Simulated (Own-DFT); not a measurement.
# Energy and forces against displacement in monoclinic HfO2, 96 atoms (Hf32O64)

Calculated results; nothing here was measured. The program, named Own-DFT, is a retired in-house plane-wave density functional code that no person has reviewed. Each row is one single-point run on a periodic cell that was not relaxed, without spin or spin-orbit coupling.

Settings of every run: PBE; PseudoDojo norm-conserving scalar-relativistic files; cutoff 72 hartree; 2 x 2 x 2 k mesh centred on Gamma; Fermi-Dirac smearing of 0.1 eV.

Known limits, some of them of some rows only: some atoms lie very close together; hafnium file: forces about 75 meV/angstrom off all-electron values; oxygen file: force components 24 meV/angstrom off all-electron in a glass; forces on such cells passed a denser k mesh, each cell not checked; stress not checked against mesh or cutoff.

Cell vectors in Å: (10.234, 0.000, 0.000); (0.000, 10.350, 0.000); (-1.696, 0.000, 10.445). In each run every atom was moved at random and independently from its ideal site; u is the rms move along one axis. E is the free energy for each atom above the fitted value at u = 0, and F the rms of the force components.

| run | u (Å) | E (meV/atom) | F (eV/Å) | largest force (eV/Å) | P (GPa) |
|---|---|---|---|---|---|
| 1 | 0.0202 | 9.3 | 0.408 | 1.74 | 3.90 |
| 2 | 0.0211 | 12.4 | 0.492 | 2.22 | 4.22 |
| 3 | 0.0485 | 58.1 | 1.019 | 3.79 | 6.33 |
| 4 | 0.0507 | 59.6 | 1.015 | 4.24 | 5.67 |
| 5 | 0.0527 | ? | ? | ? | ? |
| 6 | 0.0780 | 162.8 | 1.832 | 7.40 | 9.48 |
| 7 | 0.0796 | 168.2 | 1.909 | 7.62 | 9.61 |
| 8 | 0.0833 | 162.1 | 1.766 | 8.73 | 8.76 |
| 9 | 0.1134 | 301.1 | 2.905 | 18.68 | 13.69 |
| 10 | 0.1519 | 637.4 | 4.627 | 28.67 | 27.78 |

## Worked fit

For small independent moves the energy grows as E = (3/2) K u², with K the mean stiffness felt by one atom. The runs with u up to 0.11 Å give K = 16.7 ± 0.6 eV/Å², with residuals divided by u² + 0.0006 Å², since the noise grows with the moves. The scatter is 4.7 meV/atom at u = 0.05 Å. The forces follow F = G u with G = 21.9 eV/Å²; no force at u = 0 is resolved. G exceeds K because the moves of its neighbours add to the force on an atom, and stiffness differs between atoms. At u = 0.152 Å the parabola gives 578 meV/atom and the run 637. The pressure follows P = 3.83 + 841 u² GPa: at fixed volume, shortened bonds push harder than stretched ones pull.

## Withheld run

Question: what energy and rms force should run 5 give?

The fit gives 69 ± 6 meV/atom and about 1.15 eV/Å. The calculation gave 75.7 meV/atom and 1.224 eV/Å.
